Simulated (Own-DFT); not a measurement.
# Which defects push the lattice out? C40 NbSi2

Source: density functional calculations with Own-DFT, an unreviewed in-house program that is no longer used. Nothing was measured or relaxed, and spin and spin-orbit coupling are left out.

Settings: PBE; PseudoDojo norm-conserving scalar-relativistic files; cutoff 42 hartree; 4 x 4 x 5 k mesh centred on Gamma; cold (Marzari-Vanderbilt) smearing of 0.2 eV.

Caveats: forces on such cells failed a check on a denser k mesh; stress not checked against mesh or cutoff.

All runs share one cell, with vectors in Å (0.000, 8.324, 0.000); (-9.613, 0.000, 0.000); (0.000, 0.000, 6.586) and a volume of 527.0 Å³. Atoms were moved at random from their sites; u is the rms move along one axis. The defect's site can differ from row to row.

| cell | formula | u (Å) | P (GPa) |
|---|---|---|---|
| no defect | Nb12Si24 | 0.0178 | 1.43 |
| no defect | Nb12Si24 | 0.0193 | 1.49 |
| no defect | Nb12Si24 | 0.0496 | 2.62 |
| two Nb on a Si site each | Nb14Si22 | 0.0319 | 7.62 |
| two Nb on a Si site each | Nb14Si22 | 0.0473 | 8.19 |
| two Nb on a Si site each | Nb14Si22 | 0.0548 | 8.98 |
| two Si on a Nb site each | Nb10Si26 | 0.0282 | 1.64 |
| two Si on a Nb site each | Nb10Si26 | 0.0473 | 2.28 |
| two Si on a Nb site each | Nb10Si26 | 0.0508 | 2.42 |
| one Si vacancy | Nb12Si23 | 0.0299 | 0.99 |
| one Si vacancy | Nb12Si23 | 0.0322 | 1.05 |
| one Si vacancy | Nb12Si23 | 0.0400 | ? |
| one Si vacancy | Nb12Si23 | 0.0474 | 1.77 |

## Working it out

P = P0 + c u² + a shift for each defect gives P0 = 1.26 GPa, c = 558 ± 41 GPa/Å² and a scatter of 0.12 GPa. The shifts, and each times the cell's volume:

- two Nb on a Si site each: 5.84 ± 0.10 GPa, 19.2 eV (9.6 eV for each of its 2 sites)
- two Si on a Nb site each: -0.19 ± 0.10 GPa, -0.6 eV (-0.3 eV for each of its 2 sites) (not resolved)
- one Si vacancy: -0.77 ± 0.10 GPa, -2.5 eV

A positive shift means that the defect pushes the cell outwards. Shift times volume (160.2 GPa Å³ is 1 eV) depends little on the cell's size, so, taken for each site, it can be compared between cells at like pressure. The atoms around the defects weren't relaxed, which would change these numbers.

## Check

Q: what pressure belongs in the blank (one Si vacancy, u = 0.0400 Å)?

The fit gives 1.38 ± 0.13 GPa. DFT gave 1.38 GPa.
